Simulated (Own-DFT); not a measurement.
## Calculated data, AlN (wurtzite, atoms displaced)

All values are calculated (Own-DFT development build). A calculation, not a measurement: plane-wave PBE density functional theory by an unreviewed code, no spin, of a simulated periodic cell, stress positive in tension, free energy of the whole cell less one offset for each atom, forces on such cells passed a denser k mesh, this cell's mesh not checked; offsets are fitted by least squares, one for each functional and potential file, so energies compare only between cells with the same atoms and settings and are not formation energies; the far tail of each file's local potential was reset to the Coulomb form; each entry is a single point on an unrelaxed cell, so the pressure reflects the starting lattice, mostly measured values (interpolated for alloys), from which strain is counted, and rises with the displacements; printed positions are rounded, which can move forces by about a meV/angstrom; the program, named Own-DFT, is a retired in-house code; no spin-orbit coupling.

Common to all runs: functional PBE; potential files PseudoDojo norm-conserving, scalar-relativistic, standard set; wave cutoff 42 hartree; occupations Fermi-Dirac; smearing width 0.1 eV; hardware one NVIDIA H100; k mesh 2 x 2 x 2 centred on Gamma.

(1) 
```cif
# cell vector a (Å): 12.4480 0.0000 0.0000
# cell vector b (Å): -6.2240 10.7803 0.0000
# cell vector c (Å): 0.0000 0.0000 9.9640
data_AlN
_symmetry_space_group_name_H-M 'P 1'
_symmetry_Int_Tables_number 1
_cell_length_a 12.4480
_cell_length_b 12.4480
_cell_length_c 9.9640
_cell_angle_alpha 90.000
_cell_angle_beta 90.000
_cell_angle_gamma 120.000
_cell_volume 1337.10
loop_
_atom_site_label
_atom_site_type_symbol
_atom_site_fract_x
_atom_site_fract_y
_atom_site_fract_z
_atom_site_occupancy
Al1 Al 0.08460 0.16781 0.00006 1
Al2 Al 0.16547 0.08767 0.25143 1
N1 N 0.08156 0.16900 0.19360 1
N2 N 0.16819 0.08213 0.44094 1
Al3 Al 0.08474 0.16867 0.50031 1
Al4 Al 0.16919 0.08592 0.75022 1
N3 N 0.08102 0.16630 0.68866 1
N4 N 0.16684 0.08205 0.93933 1
Al5 Al 0.08311 0.41631 0.99897 1
Al6 Al 0.16872 0.33247 0.25022 1
N5 N 0.08120 0.41683 0.19144 1
N6 N 0.16466 0.33380 0.43625 1
Al7 Al 0.08054 0.41604 0.50252 1
Al8 Al 0.16569 0.33017 0.74719 1
N7 N 0.08212 0.41549 0.69452 1
N8 N 0.16707 0.33247 0.94227 1
Al9 Al 0.08299 0.66832 0.00086 1
Al10 Al 0.16529 0.58290 0.24986 1
N9 N 0.08740 0.66692 0.18791 1
N10 N 0.16830 0.58253 0.44156 1
Al11 Al 0.08228 0.66658 0.49835 1
Al12 Al 0.16228 0.58293 0.75107 1
N11 N 0.08176 0.66792 0.68823 1
N12 N 0.16544 0.57930 0.93912 1
Al13 Al 0.08215 0.91586 0.00315 1
Al14 Al 0.16638 0.83257 0.24901 1
N13 N 0.08060 0.91548 0.19259 1
N14 N 0.16875 0.83359 0.44276 1
Al15 Al 0.08111 0.91552 0.50130 1
Al16 Al 0.16816 0.83432 0.74921 1
N15 N 0.08154 0.91647 0.69062 1
N16 N 0.16502 0.83276 0.94073 1
Al17 Al 0.33193 0.16676 0.99986 1
Al18 Al 0.41544 0.08350 0.25214 1
N17 N 0.33432 0.16693 0.19287 1
N18 N 0.41546 0.08480 0.44171 1
Al19 Al 0.33350 0.16679 0.50164 1
Al20 Al 0.41700 0.08362 0.74859 1
N19 N 0.33067 0.16542 0.69300 1
N20 N 0.41795 0.08452 0.93942 1
Al21 Al 0.33357 0.41480 0.00081 1
Al22 Al 0.41990 0.33705 0.24767 1
N21 N 0.33483 0.41832 0.19335 1
N22 N 0.41632 0.33279 0.44328 1
Al23 Al 0.33177 0.41680 0.49851 1
Al24 Al 0.41673 0.33600 0.75111 1
N23 N 0.33409 0.41639 0.68849 1
N24 N 0.41671 0.33532 0.94551 1
Al25 Al 0.33223 0.66492 0.00325 1
Al26 Al 0.41892 0.58173 0.24880 1
N25 N 0.33283 0.66723 0.19118 1
N26 N 0.41758 0.58196 0.43956 1
Al27 Al 0.33223 0.66802 0.50041 1
Al28 Al 0.41866 0.58421 0.74894 1
N27 N 0.33248 0.66946 0.69074 1
N28 N 0.41858 0.58316 0.93937 1
Al29 Al 0.33176 0.91403 0.99791 1
Al30 Al 0.41374 0.82796 0.25012 1
N29 N 0.33464 0.91933 0.19183 1
N30 N 0.41668 0.83518 0.44553 1
Al31 Al 0.32996 0.91301 0.50090 1
Al32 Al 0.41776 0.83601 0.74881 1
N31 N 0.33236 0.91246 0.68832 1
N32 N 0.41721 0.83353 0.94408 1
Al33 Al 0.58109 0.16418 0.99836 1
Al34 Al 0.67165 0.08423 0.24782 1
N33 N 0.58543 0.16471 0.19558 1
N34 N 0.66447 0.08375 0.44412 1
Al35 Al 0.58394 0.16831 0.49929 1
Al36 Al 0.66514 0.08378 0.74820 1
N35 N 0.58193 0.16741 0.69032 1
N36 N 0.66638 0.08443 0.94139 1
Al37 Al 0.58360 0.41923 0.00053 1
Al38 Al 0.66684 0.33124 0.24808 1
N37 N 0.58356 0.41709 0.18918 1
N38 N 0.66960 0.33404 0.43967 1
Al39 Al 0.58125 0.41413 0.50278 1
Al40 Al 0.66814 0.33793 0.75152 1
N39 N 0.58091 0.41594 0.69051 1
N40 N 0.66733 0.33269 0.94100 1
Al41 Al 0.58306 0.66613 0.00190 1
Al42 Al 0.66283 0.58201 0.24828 1
N41 N 0.58287 0.66622 0.18787 1
N42 N 0.66796 0.58112 0.43925 1
Al43 Al 0.58370 0.66702 0.49740 1
Al44 Al 0.66877 0.58644 0.74953 1
N43 N 0.58561 0.66747 0.69078 1
N44 N 0.66758 0.58271 0.94236 1
Al45 Al 0.58592 0.91595 0.99818 1
Al46 Al 0.66888 0.83236 0.24915 1
N45 N 0.58107 0.91385 0.18927 1
N46 N 0.66723 0.83538 0.44241 1
Al47 Al 0.58165 0.91605 0.49760 1
Al48 Al 0.66862 0.83872 0.74784 1
N47 N 0.58438 0.91582 0.69065 1
N48 N 0.66694 0.83526 0.94087 1
Al49 Al 0.82927 0.16559 0.00036 1
Al50 Al 0.91846 0.08405 0.25003 1
N49 N 0.83597 0.16843 0.18953 1
N50 N 0.91454 0.07799 0.43854 1
Al51 Al 0.83002 0.16397 0.49850 1
Al52 Al 0.91650 0.08196 0.75164 1
N51 N 0.83549 0.16776 0.69206 1
N52 N 0.91795 0.08478 0.94000 1
Al53 Al 0.83142 0.41650 0.99955 1
Al54 Al 0.91813 0.33522 0.24494 1
N53 N 0.83425 0.41677 0.18799 1
N54 N 0.91597 0.33440 0.44221 1
Al55 Al 0.83285 0.41772 0.50041 1
Al56 Al 0.91817 0.33466 0.75224 1
N55 N 0.83545 0.41776 0.69157 1
N56 N 0.91520 0.33056 0.94106 1
Al57 Al 0.83460 0.66592 0.99957 1
Al58 Al 0.91853 0.58625 0.25079 1
N57 N 0.83002 0.66664 0.18845 1
N58 N 0.91267 0.58139 0.44183 1
Al59 Al 0.83542 0.66943 0.49883 1
Al60 Al 0.91397 0.58298 0.75169 1
N59 N 0.83317 0.66847 0.68942 1
N60 N 0.91675 0.58421 0.93858 1
Al61 Al 0.83093 0.91630 0.00239 1
Al62 Al 0.91497 0.83067 0.25227 1
N61 N 0.83029 0.91287 0.19259 1
N62 N 0.91378 0.83456 0.44341 1
Al63 Al 0.83627 0.91488 0.50201 1
Al64 Al 0.91883 0.83240 0.74766 1
N63 N 0.83383 0.91842 0.69383 1
N64 N 0.91655 0.83141 0.94079 1
_calc_free_energy_of_cell_above_offsets '-62.260'  # eV
_calc_pressure 3.76  # GPa
_calc_stress_xx -4.08  # GPa
_calc_stress_yy -3.63  # GPa
_calc_stress_zz -3.57  # GPa
_calc_stress_yz 0.05  # GPa
_calc_stress_xz 0  # GPa
_calc_stress_xy -0.49  # GPa
_calc_wall_time 459  # s
```

Force:
```csv
element,x (eV/Å),y (eV/Å),z (eV/Å)
Al,-0.267,-0.381,0.021
Al,0.84,-0.77,-0.012
N,0.763,-0.303,-0.74
N,-0.715,0.22,0.198
Al,-0.264,-0.621,-0.484
Al,-0.818,-0.742,-0.149
N,0.633,-0.109,0.263
N,-0.309,0.181,0.518
Al,-0.128,-0.46,0.218
Al,-0.964,0.79,-0.287
N,1.042,0.144,-0.38
N,0.261,-0.01,1.053
Al,0.237,-0.023,-0.229
Al,-0.11,0.72,0.582
N,0.368,0.244,-0.506
N,0.142,0.124,-0.326
Al,0.468,-0.643,-0.697
Al,0.654,-0.397,0.242
N,-1.111,0.153,0.64
N,-0.804,0.08,-0.185
Al,0.205,-0.272,0.226
Al,0.791,0.264,-0.398
N,-0.104,-0.233,0.408
N,-0.427,0.96,0.51
Al,-0.185,0.025,-0.445
Al,0.226,0.651,0.228
N,0.2,0.328,0.228
N,-1.151,-0.483,-0.624
Al,0.489,0.331,-0.246
Al,-0.467,-0.257,-0.025
N,0.719,0.386,-0.028
N,0.186,0.157,-0.058
Al,0.542,-0.094,0.223
Al,0.543,0.022,0.016
N,-0.637,0.34,-0.448
N,0.362,-0.484,0.358
Al,-0.06,-0.016,-0.124
Al,-0.165,-0.239,-0.03
N,0.612,0.641,-0.126
N,-0.56,-0.49,0.038
Al,-0.585,0.718,0.01
Al,-0.03,-0.894,0.7
N,-0.041,-0.444,-0.549
N,-0.179,0.118,-0.549
Al,0.248,-0.131,-0.074
Al,0.122,-0.593,0.136
N,-0.521,0.074,0.255
N,0.361,-0.473,-0.764
Al,0.17,0.138,-0.918
Al,-0.851,0.618,0.323
N,0.282,-0.998,0.195
N,-0.452,0.469,0.027
Al,0.647,-0.219,0.207
Al,-0.54,0.235,-0.121
N,0.295,-0.652,0.189
N,-0.388,-0.196,0.434
Al,0.136,0.688,0.562
Al,-0.039,1.586,0.214
N,-0.101,-0.809,-0.205
N,0.01,-0.623,-1.029
Al,0.458,1.198,-0.284
Al,0.434,-0.733,0.505
N,-0.474,1.111,0.628
N,0.012,-0.253,-0.642
Al,0.184,0.426,0.691
Al,-0.777,-0.72,0.58
N,-0.59,0.135,-0.903
N,0.457,-0.283,-0.742
Al,-0.316,-0.155,-0.047
Al,0.495,0.242,0.026
N,0.208,0.363,0.105
N,-0.086,-0.538,-0.337
Al,0.468,-0.587,-0.157
Al,-0.013,0.387,0.231
N,0.271,-0.134,0.162
N,-0.769,-0.001,0.121
Al,0.393,0.343,-0.681
Al,0.216,-0.831,-0.25
N,0.387,0.496,0.497
N,-0.671,0.117,0.117
Al,0.148,0.323,-0.971
Al,0.81,0.024,0.319
N,0.024,0.032,0.609
N,-0.51,0.348,0.113
Al,0.315,-0.074,0.424
Al,-0.252,-0.398,0.128
N,-0.346,0.345,-0.19
N,-0.154,0.366,-0.401
Al,-1.009,0.245,0.447
Al,-1.124,0.089,0.443
N,0.549,0.267,0.425
N,0.352,-0.47,-0.345
Al,0.313,0.326,0.38
Al,0.446,-1.113,0.386
N,-0.745,0.602,-0.159
N,0.418,-0.621,-0.245
Al,0.923,0.185,-0.356
Al,-0.629,-0.587,0.05
N,0.063,-0.326,0.187
N,0.039,0.972,0.392
Al,0.59,0.4,0.4
Al,-0.322,0.453,-0.156
N,-0.427,-0.255,-0.223
N,-0.152,-0.324,0.701
Al,0.642,-0.004,-0.183
Al,-0.265,-0.25,0.97
N,-0.304,0.502,0.34
N,0.023,-0.343,-0.523
Al,0.274,-0.451,0.111
Al,-0.289,-0.635,-0.175
N,-0.5,0.034,0.059
N,-0.211,0.596,0.247
Al,-0.449,0.282,-0.043
Al,-0.33,-0.654,-0.375
N,0.739,-0.187,0.584
N,0.746,0.893,-0.481
Al,-0.555,-0.791,0.182
Al,0.445,0.349,-0.659
N,0.284,-0.39,-0.038
N,0.208,-0.252,0.562
Al,0.792,0.054,-0.508
Al,-0.291,0.319,-0.358
N,0.689,0.876,-0.279
N,1.444,-0.62,-0.564
Al,-1.728,0.648,0.345
Al,-0.859,0.356,0.851
N,0.584,-0.44,-0.478
N,-0.276,0.371,-0.029
```

(2) 
```cif
# cell vector a (Å): 12.4480 0.0000 0.0000
# cell vector b (Å): -6.2240 10.7803 0.0000
# cell vector c (Å): 0.0000 0.0000 9.9640
data_AlN
_symmetry_space_group_name_H-M 'P 1'
_symmetry_Int_Tables_number 1
_cell_length_a 12.4480
_cell_length_b 12.4480
_cell_length_c 9.9640
_cell_angle_alpha 90.000
_cell_angle_beta 90.000
_cell_angle_gamma 120.000
_cell_volume 1337.10
loop_
_atom_site_label
_atom_site_type_symbol
_atom_site_fract_x
_atom_site_fract_y
_atom_site_fract_z
_atom_site_occupancy
Al1 Al 0.08422 0.17000 0.99955 1
Al2 Al 0.16355 0.08338 0.25159 1
N1 N 0.08270 0.16731 0.19330 1
N2 N 0.16320 0.07807 0.44184 1
Al3 Al 0.08181 0.16555 0.49824 1
Al4 Al 0.16992 0.08208 0.74665 1
N3 N 0.08592 0.16818 0.69333 1
N4 N 0.16521 0.08124 0.94228 1
Al5 Al 0.08103 0.41542 0.99977 1
Al6 Al 0.16699 0.33485 0.24799 1
N5 N 0.08618 0.42052 0.19316 1
N6 N 0.16312 0.33365 0.44199 1
Al7 Al 0.08420 0.41772 0.50106 1
Al8 Al 0.16275 0.33395 0.75121 1
N7 N 0.08013 0.41488 0.69223 1
N8 N 0.17039 0.33418 0.94085 1
Al9 Al 0.08490 0.66327 0.00047 1
Al10 Al 0.16912 0.58343 0.24843 1
N9 N 0.08110 0.66572 0.19327 1
N10 N 0.16863 0.58342 0.44007 1
Al11 Al 0.08375 0.66460 0.49867 1
Al12 Al 0.16628 0.58345 0.74968 1
N11 N 0.08237 0.66699 0.69176 1
N12 N 0.16570 0.57998 0.93905 1
Al13 Al 0.08272 0.91918 0.99845 1
Al14 Al 0.16721 0.83295 0.25181 1
N13 N 0.08103 0.91740 0.19110 1
N14 N 0.16489 0.83422 0.44068 1
Al15 Al 0.08257 0.91521 0.49963 1
Al16 Al 0.16196 0.83086 0.75155 1
N15 N 0.08499 0.91703 0.68935 1
N16 N 0.16469 0.83245 0.94330 1
Al17 Al 0.33297 0.16505 0.00057 1
Al18 Al 0.41763 0.08409 0.24718 1
N17 N 0.33531 0.16926 0.19171 1
N18 N 0.41284 0.08014 0.43832 1
Al19 Al 0.33444 0.17015 0.49986 1
Al20 Al 0.42258 0.08656 0.75012 1
N19 N 0.33388 0.17058 0.68982 1
N20 N 0.41963 0.08263 0.94408 1
Al21 Al 0.33236 0.41375 0.99874 1
Al22 Al 0.41597 0.33227 0.25004 1
N21 N 0.33525 0.41612 0.19103 1
N22 N 0.41225 0.33020 0.44149 1
Al23 Al 0.33222 0.41784 0.50054 1
Al24 Al 0.41639 0.33449 0.74968 1
N23 N 0.33191 0.41657 0.68809 1
N24 N 0.41653 0.33226 0.94113 1
Al25 Al 0.33345 0.66562 0.99936 1
Al26 Al 0.41327 0.57987 0.24669 1
N25 N 0.33240 0.66417 0.19083 1
N26 N 0.41704 0.58355 0.43937 1
Al27 Al 0.33349 0.66518 0.49792 1
Al28 Al 0.41550 0.58308 0.75000 1
N27 N 0.33408 0.66765 0.69137 1
N28 N 0.41538 0.58138 0.94258 1
Al29 Al 0.33493 0.92023 0.00153 1
Al30 Al 0.41845 0.83467 0.25201 1
N29 N 0.33304 0.91587 0.19015 1
N30 N 0.41635 0.83310 0.44658 1
Al31 Al 0.33251 0.91403 0.49870 1
Al32 Al 0.41641 0.83585 0.75211 1
N31 N 0.33444 0.91769 0.69255 1
N32 N 0.41428 0.83032 0.94056 1
Al33 Al 0.58390 0.16436 0.99718 1
Al34 Al 0.66610 0.08468 0.25392 1
N33 N 0.58395 0.16707 0.18968 1
N34 N 0.67038 0.08406 0.44020 1
Al35 Al 0.58387 0.16576 0.49863 1
Al36 Al 0.66829 0.08458 0.74753 1
N35 N 0.58114 0.16754 0.69235 1
N36 N 0.66965 0.08591 0.93990 1
Al37 Al 0.58368 0.41799 0.00058 1
Al38 Al 0.66652 0.33148 0.25348 1
N37 N 0.58547 0.41639 0.19252 1
N38 N 0.66870 0.33388 0.44497 1
Al39 Al 0.58347 0.41647 0.49933 1
Al40 Al 0.66561 0.33585 0.74980 1
N39 N 0.58254 0.41490 0.69343 1
N40 N 0.66728 0.33712 0.94073 1
Al41 Al 0.58378 0.66911 0.99863 1
Al42 Al 0.66343 0.57998 0.24813 1
N41 N 0.58347 0.66508 0.18762 1
N42 N 0.66616 0.58135 0.43899 1
Al43 Al 0.58474 0.66499 0.50267 1
Al44 Al 0.66536 0.58114 0.75149 1
N43 N 0.58307 0.66840 0.69253 1
N44 N 0.66810 0.58436 0.93891 1
Al45 Al 0.58279 0.91488 0.00128 1
Al46 Al 0.66760 0.83535 0.25396 1
N45 N 0.58423 0.91784 0.19119 1
N46 N 0.66602 0.83287 0.44211 1
Al47 Al 0.58072 0.91542 0.50283 1
Al48 Al 0.66556 0.82826 0.75054 1
N47 N 0.58056 0.91431 0.69069 1
N48 N 0.66432 0.83474 0.94187 1
Al49 Al 0.83223 0.16848 0.99620 1
Al50 Al 0.91900 0.08538 0.25040 1
N49 N 0.83132 0.16627 0.18792 1
N50 N 0.91913 0.08582 0.44317 1
Al51 Al 0.83514 0.16832 0.50224 1
Al52 Al 0.91666 0.08452 0.75027 1
N51 N 0.83511 0.16729 0.69160 1
N52 N 0.91793 0.08563 0.93796 1
Al53 Al 0.83369 0.41604 0.99931 1
Al54 Al 0.91574 0.33253 0.24981 1
N53 N 0.83144 0.41514 0.18781 1
N54 N 0.92186 0.33645 0.44066 1
Al55 Al 0.83474 0.41687 0.49872 1
Al56 Al 0.91658 0.32913 0.75229 1
N55 N 0.83448 0.41743 0.69333 1
N56 N 0.91974 0.33323 0.94222 1
Al57 Al 0.83358 0.66750 0.00094 1
Al58 Al 0.91395 0.58266 0.25211 1
N57 N 0.83520 0.66788 0.19143 1
N58 N 0.91738 0.58306 0.44062 1
Al59 Al 0.83397 0.66890 0.49848 1
Al60 Al 0.91652 0.58263 0.75117 1
N59 N 0.83207 0.66812 0.69120 1
N60 N 0.91859 0.58600 0.93927 1
Al61 Al 0.83558 0.91865 0.00001 1
Al62 Al 0.92010 0.83916 0.25163 1
N61 N 0.83350 0.91356 0.18722 1
N62 N 0.91506 0.83214 0.44433 1
Al63 Al 0.83568 0.91693 0.50137 1
Al64 Al 0.91793 0.83486 0.74954 1
N63 N 0.83211 0.91129 0.69283 1
N64 N 0.91632 0.83325 0.94080 1
_calc_free_energy_of_cell_above_offsets '-62.271'  # eV
_calc_pressure 3.76  # GPa
_calc_stress_xx -3.78  # GPa
_calc_stress_yy -4.02  # GPa
_calc_stress_zz -3.49  # GPa
_calc_stress_yz 0.06  # GPa
_calc_stress_xz -0.05  # GPa
_calc_stress_xy -0.04  # GPa
_calc_wall_time 365.8  # s
```

Force:
```csv
element,x (eV/Å),y (eV/Å),z (eV/Å)
Al,0.306,-0.713,-0.075
Al,0.94,-0.063,-0.142
N,0.079,0.34,-0.562
N,-0.034,1.165,-0.074
Al,0.729,0.507,0.727
Al,-0.746,0.376,0.562
N,-0.39,-0.442,-0.434
N,0.144,0.891,-0.437
Al,1.036,0.341,0.433
Al,0.117,0.056,0.6
N,-0.308,-0.997,-0.734
N,0.89,-0.144,-0.405
Al,0.079,0.16,0.043
Al,1.108,-0.107,-0.327
N,0.176,0.442,-0.145
N,-1.105,-0.046,0.131
Al,-0.772,0.685,0.229
Al,-0.873,0.376,0.396
N,0.608,-0.08,-0.186
N,-0.188,0.011,0.114
Al,-0.206,0.442,0.147
Al,0.064,0.067,-0.16
N,0.267,-0.298,-0.418
N,0.138,0.259,0.268
Al,0.231,-0.982,0.514
Al,-0.57,0.018,-0.544
N,0.86,0.319,-0.016
N,0.651,-0.615,0.103
Al,-0.024,-0.108,0.219
Al,0.963,0.538,0.142
N,-0.361,-0.142,0.149
N,0.352,0.192,-0.094
Al,-0.047,0.193,-0.013
Al,-0.273,-0.167,0.307
N,-0.439,-0.789,-0.162
N,0.632,0.672,0.277
Al,-0.077,-1.448,-0.012
Al,-1.675,-0.866,0.134
N,0.901,-0.582,0.214
N,-0.634,0.432,-0.626
Al,0.453,0.611,0.306
Al,0.324,0.339,0.109
N,-0.527,-0.452,-0.247
N,0.513,1.156,-0.243
Al,-0.139,-0.294,-0.337
Al,-0.276,0.006,0.147
N,-0.088,0.167,0.672
N,0.093,-0.023,-0.072
Al,-0.176,-0.179,0
Al,0.845,0.717,0.322
N,0.087,0.831,-0.07
N,0.273,-0.079,-0.015
Al,0.079,0.16,0.644
Al,-0.09,-0.036,0.124
N,-0.241,-0.16,-0.142
N,0.196,0.074,-0.349
Al,-0.137,-1.365,-0.376
Al,-0.153,-0.445,-0.109
N,0.156,0.136,0.383
N,0.084,-0.171,-1.181
Al,-0.664,0.476,0.669
Al,0.049,-0.624,-0.271
N,-0.608,0.121,-0.155
N,0.083,0.722,0.486
Al,0.05,1.155,0.463
Al,0.366,-0.16,-0.959
N,0.043,-0.14,0.205
N,-0.549,-0.111,0.761
Al,-0.528,-0.203,0.216
Al,-0.363,-0.544,0.27
N,1.393,0.399,-0.602
N,-0.404,-0.771,-0.41
Al,0.007,-0.044,0.086
Al,-0.019,0.294,-0.542
N,-0.428,-0.526,-0.071
N,-0.246,-0.356,-0.465
Al,-0.314,-0.185,0.259
Al,0.85,-0.235,0.26
N,-0.526,0.515,-0.786
N,0.348,-0.882,-0.068
Al,0.196,-0.491,0.131
Al,0.498,0.966,0.011
N,-0.479,0.38,0.575
N,-0.053,0.16,0.321
Al,-0.448,0.164,-0.51
Al,0.122,0.515,-0.294
N,0.252,-1.269,-0.205
N,-0.408,-0.042,0.511
Al,-0.489,0.521,-0.226
Al,0.225,-0.731,-0.738
N,-0.108,0.017,0.331
N,0.214,0.17,0.272
Al,0.664,0.113,-0.139
Al,-0.471,1.31,0.218
N,0.639,0.657,0.363
N,0.899,-0.038,-0.293
Al,0.698,-0.445,0.739
Al,-0.831,-0.549,-0.162
N,0.443,0.024,0.422
N,-0.573,-0.739,-0.377
Al,0.228,0.233,-0.435
Al,0.819,-0.745,-0.273
N,-0.363,-0.363,-0.213
N,-0.143,-0.029,0.596
Al,-0.272,0.515,-0.277
Al,0.203,0.316,-0.16
N,0.254,0.08,0.736
N,-0.932,-0.678,-0.025
Al,0.253,0.213,0.696
Al,-0.757,1.154,-0.173
N,0.078,-0.632,-0.343
N,-0.804,-0.068,-0.298
Al,0.293,0.044,0.01
Al,0.372,0.006,-0.547
N,-0.584,0.056,0.261
N,-0.274,0.005,0.252
Al,0.118,-0.876,0.422
Al,-0.371,0.314,-0.235
N,0.382,-0.396,-0.22
N,0.101,-0.62,0.48
Al,-0.362,-0.268,-0.49
Al,-0.128,-1.488,-0.066
N,-0.603,1.136,0.924
N,0.216,0.571,-0.691
Al,-0.705,-0.002,0.206
Al,0.332,-0.505,0.309
N,-0.622,1.311,-0.279
N,-0.086,0.243,-0.175
```
